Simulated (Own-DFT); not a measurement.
# One host, several defects: monoclinic HfO2

Everything here is calculated. The program is Own-DFT (plane waves, in-house, since retired, never reviewed by a person); positions were held fixed, and spin and spin-orbit coupling were off.

Common settings: PBE; PseudoDojo norm-conserving scalar-relativistic files; cutoff 72 hartree; 2 x 2 x 2 k mesh centred on Gamma; Fermi-Dirac smearing of 0.1 eV.

Known weak points (not all hold for every row): not probed for a lower state with spin; hafnium file: forces about 75 meV/angstrom off all-electron values; oxygen file: force components 24 meV/angstrom off all-electron in a glass; forces on such cells passed a denser k mesh, each cell not checked; stress not checked against mesh or cutoff.

All runs share one cell, with vectors in Å (10.234, 0.000, 0.000); (0.000, 10.350, 0.000); (-1.696, 0.000, 10.445) and a volume of 1106.4 Å³. Atoms were moved at random from their sites; u is the rms move along one axis. The defect's site can differ from row to row.

```
cell,formula,u (Å),P (GPa)
no defect,Hf32O64,0.0186,3.88
no defect,Hf32O64,0.0493,5.91
no defect,Hf32O64,0.0513,5.62
one Si on a Hf site,Hf31O64Si,0.0306,2.85
one Si on a Hf site,Hf31O64Si,0.0313,2.43
one Si on a Hf site,Hf31O64Si,0.0517,4.47
one O vacancy,Hf32O63,0.0330,4.49
one O vacancy,Hf32O63,0.0485,4.29
one O vacancy,Hf32O63,0.0521,5.76
two O vacancies,Hf32O62,0.0300,4.05
two O vacancies,Hf32O62,0.0308,3.72
two O vacancies,Hf32O62,0.0505,5.73
two Al on a Hf site each and one O vacancy,Al2Hf30O63,0.0297,1.86
two Al on a Hf site each and one O vacancy,Al2Hf30O63,0.0299,2.09
two Al on a Hf site each and one O vacancy,Al2Hf30O63,0.0502,?
two Al on a Hf site each and one O vacancy,Al2Hf30O63,0.0531,4.22
```

## What the rows give

P = P0 + c u² + a shift for each defect gives P0 = 3.40 GPa, c = 964 ± 130 GPa/Å² and a scatter of 0.43 GPa. The shifts, and each times the cell's volume:

- two O vacancies: -0.31 ± 0.35 GPa, -2.1 eV (-1.1 eV for each of its 2 sites) (not resolved)
- one O vacancy: -0.53 ± 0.35 GPa, -3.6 eV (not resolved)
- one Si on a Hf site: -1.62 ± 0.35 GPa, -11.2 eV
- two Al on a Hf site each and one O vacancy: -2.15 ± 0.35 GPa, -14.8 eV

A positive shift means that the defect pushes the cell outwards. Shift times volume (160.2 GPa Å³ is 1 eV) depends little on the cell's size, so, taken for each site, it can be compared between cells at like pressure. The atoms around the defects weren't relaxed, which would change these numbers.

## The run left out

Question: what pressure belongs in the blank (two Al on a Hf site each and one O vacancy, u = 0.0502 Å)?

The fitted form gives 3.67 ± 0.51 GPa. Computed: 2.92 GPa.
